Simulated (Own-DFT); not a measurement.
# Computed records: GaP (zincblende, strained, atoms displaced)

All values are calculated (Own-DFT development build). A calculation, not a measurement: plane-wave PBE density functional theory by an unreviewed code, no spin, of a simulated periodic cell, stress positive in tension, free energy of the whole cell less one offset for each atom, forces on such cells passed a denser k mesh, this cell's mesh not checked; offsets are fitted by least squares, one for each functional and potential file, so energies compare only between cells with the same atoms and settings and are not formation energies; the far tail of each file's local potential was reset to the Coulomb form; each entry is a single point on an unrelaxed cell, so the pressure reflects the starting lattice, mostly measured values (interpolated for alloys), from which strain is counted, and rises with the displacements; printed positions are rounded, which can move forces by about a meV/angstrom; the program, named Own-DFT, is a retired in-house code; no spin-orbit coupling.

```cif
# cell vector a (Å): 10.8620 0.0000 0.0000
# cell vector b (Å): 0.0000 10.8620 0.0000
# cell vector c (Å): 0.0000 0.0000 10.9439
data_GaP
_symmetry_space_group_name_H-M 'P 1'
_symmetry_Int_Tables_number 1
_cell_length_a 10.8620
_cell_length_b 10.8620
_cell_length_c 10.9439
_cell_angle_alpha 90.000
_cell_angle_beta 90.000
_cell_angle_gamma 90.000
_cell_volume 1291.19
loop_
_atom_site_label
_atom_site_type_symbol
_atom_site_fract_x
_atom_site_fract_y
_atom_site_fract_z
_atom_site_occupancy
Ga1 Ga 0.99860 0.00193 0.00360 1
Ga2 Ga 0.00196 0.25272 0.25241 1
Ga3 Ga 0.24797 0.99817 0.24946 1
Ga4 Ga 0.25444 0.24812 0.99974 1
P1 P 0.12406 0.12732 0.12684 1
P2 P 0.12940 0.37931 0.37613 1
P3 P 0.37306 0.12439 0.37698 1
P4 P 0.37316 0.37294 0.12196 1
Ga5 Ga 0.99728 0.00148 0.49855 1
Ga6 Ga 0.99879 0.24856 0.74857 1
Ga7 Ga 0.25356 0.00276 0.74936 1
Ga8 Ga 0.24880 0.24744 0.50361 1
P5 P 0.12308 0.12516 0.62572 1
P6 P 0.12753 0.37338 0.87239 1
P7 P 0.37476 0.12587 0.87975 1
P8 P 0.37707 0.37337 0.62925 1
Ga9 Ga 0.99735 0.50009 0.99995 1
Ga10 Ga 0.99739 0.74878 0.24903 1
Ga11 Ga 0.24750 0.50475 0.24848 1
Ga12 Ga 0.24898 0.74895 0.00111 1
P9 P 0.12537 0.62798 0.12672 1
P10 P 0.12261 0.86983 0.36942 1
P11 P 0.37501 0.62434 0.38019 1
P12 P 0.36960 0.87577 0.12896 1
Ga13 Ga 0.00081 0.50211 0.49823 1
Ga14 Ga 0.99649 0.75023 0.75182 1
Ga15 Ga 0.25208 0.49850 0.74705 1
Ga16 Ga 0.24915 0.75153 0.50045 1
P13 P 0.12550 0.62292 0.62706 1
P14 P 0.12806 0.87601 0.86972 1
P15 P 0.38387 0.62073 0.87319 1
P16 P 0.37364 0.87093 0.62632 1
Ga17 Ga 0.50155 0.00462 0.99687 1
Ga18 Ga 0.50062 0.24843 0.24968 1
Ga19 Ga 0.74904 0.00056 0.25315 1
Ga20 Ga 0.75473 0.24793 0.00016 1
P17 P 0.62463 0.12438 0.12760 1
P18 P 0.62616 0.37109 0.37627 1
P19 P 0.87715 0.12088 0.37493 1
P20 P 0.87931 0.37871 0.12588 1
Ga21 Ga 0.50149 0.00114 0.49741 1
Ga22 Ga 0.49976 0.25239 0.74760 1
Ga23 Ga 0.75101 0.99862 0.75218 1
Ga24 Ga 0.74550 0.24751 0.50544 1
P21 P 0.62646 0.12448 0.62406 1
P22 P 0.62486 0.37428 0.87273 1
P23 P 0.87433 0.12516 0.87417 1
P24 P 0.87497 0.37307 0.62392 1
Ga25 Ga 0.49955 0.50400 0.00012 1
Ga26 Ga 0.50249 0.74959 0.25263 1
Ga27 Ga 0.74993 0.49791 0.24913 1
Ga28 Ga 0.74781 0.74393 0.99921 1
P25 P 0.62694 0.62548 0.12360 1
P26 P 0.62637 0.87636 0.37782 1
P27 P 0.87229 0.62783 0.37691 1
P28 P 0.87071 0.87454 0.12315 1
Ga29 Ga 0.49670 0.49509 0.49846 1
Ga30 Ga 0.50148 0.74846 0.75128 1
Ga31 Ga 0.75204 0.49843 0.75131 1
Ga32 Ga 0.74106 0.74449 0.50078 1
P29 P 0.62425 0.62563 0.62763 1
P30 P 0.62420 0.87781 0.87039 1
P31 P 0.87371 0.62048 0.87650 1
P32 P 0.87369 0.87290 0.62940 1
_calc_functional 'PBE'
_calc_potential_files 'PseudoDojo norm-conserving, scalar-relativistic, standard set'
_calc_wave_cutoff 42  # hartree
_calc_occupations 'Fermi-Dirac'
_calc_smearing_width 0.1  # eV
_calc_hardware 'one NVIDIA H100'
_calc_k_mesh '3 x 3 x 3 centred on Gamma'
_calc_free_energy_of_cell_above_offsets '-35.186'  # eV
_calc_pressure 3.11  # GPa
_calc_stress_xx -3.29  # GPa
_calc_stress_yy -3.29  # GPa
_calc_stress_zz -2.75  # GPa
_calc_stress_yz 0.24  # GPa
_calc_stress_xz -0.01  # GPa
_calc_stress_xy 0.12  # GPa
_calc_wall_time 503.8  # s
```

Force:
| element | x (eV/Å) | y (eV/Å) | z (eV/Å) |
| --- | --- | --- | --- |
| Ga | 0.26 | -0.307 | -0.431 |
| Ga | 0.018 | 0.003 | 0.164 |
| Ga | -0.201 | 0.34 | 0.303 |
| Ga | -0.867 | 0.216 | 0.079 |
| P | 0.174 | -0.044 | -0.118 |
| P | -0.251 | -0.39 | 0.063 |
| P | -0.017 | -0.002 | -0.274 |
| P | 0.371 | 0.604 | 0.57 |
| Ga | 0.439 | -0.837 | 0.313 |
| Ga | 0.076 | 0.244 | 0.193 |
| Ga | -0.081 | -0.126 | -0.065 |
| Ga | 0.148 | 0.381 | -0.121 |
| P | 0.094 | -0.301 | -0.087 |
| P | -0.224 | 0.077 | 0.334 |
| P | 0.319 | 0.05 | -0.999 |
| P | -0.418 | -0.044 | -0.772 |
| Ga | 0.923 | -0.021 | -0.099 |
| Ga | -0.363 | 0.106 | -0.181 |
| Ga | 0.603 | -0.33 | 0.074 |
| Ga | 0.368 | 0.1 | -0.537 |
| P | -0.467 | -0.329 | -0.493 |
| P | 0.053 | 0.588 | 0.8 |
| P | 0.038 | 0.061 | -0.597 |
| P | 1.042 | -0.176 | -0.626 |
| Ga | -0.141 | -0.138 | 0.19 |
| Ga | 0.411 | -0.254 | 0.07 |
| Ga | -0.025 | 0.166 | 0.458 |
| Ga | -0.319 | -0.174 | 0.008 |
| P | -0.181 | 0.375 | -0.114 |
| P | -0.393 | -0.009 | 0.745 |
| P | -1.329 | 0.599 | 0.093 |
| P | 0.41 | 0.608 | -0.175 |
| Ga | -0.12 | -0.752 | 0.622 |
| Ga | -0.367 | 0.175 | 0.089 |
| Ga | 0.127 | -0.211 | -0.305 |
| Ga | -0.444 | 0.418 | 0.163 |
| P | 0.308 | 0.082 | -0.289 |
| P | -0.117 | 0.253 | -0.201 |
| P | -0.474 | 0.957 | 0.006 |
| P | -0.444 | -0.635 | 0.089 |
| Ga | -0.384 | -0.232 | 0.487 |
| Ga | 0.271 | -0.605 | 0.515 |
| Ga | 0.043 | 0.246 | -0.334 |
| Ga | 0.797 | 0.091 | -0.657 |
| P | -0.5 | -0.407 | 0.58 |
| P | 0.17 | -0.01 | 0.581 |
| P | 0.274 | -0.161 | 0.11 |
| P | 0.064 | 0.263 | -0.109 |
| Ga | 0.402 | -0.899 | 0.221 |
| Ga | -0.34 | 0.118 | -0.085 |
| Ga | 0.043 | 0.174 | 0.274 |
| Ga | 0.129 | 0.817 | -0.375 |
| P | -0.444 | -0.259 | 0.546 |
| P | -0.145 | -0.189 | -0.278 |
| P | -0.013 | -0.375 | -0.218 |
| P | 0.094 | -0.112 | 0.104 |
| Ga | 0.455 | 0.201 | 0.338 |
| Ga | -0.09 | 0.293 | -0.189 |
| Ga | -0.216 | -0.132 | -0.323 |
| Ga | 0.776 | 0.633 | 0.224 |
| P | -0.255 | -0.842 | -0.119 |
| P | -0.009 | -0.445 | 0.759 |
| P | 0.135 | 0.472 | -0.166 |
| P | -0.199 | 0.034 | -0.827 |
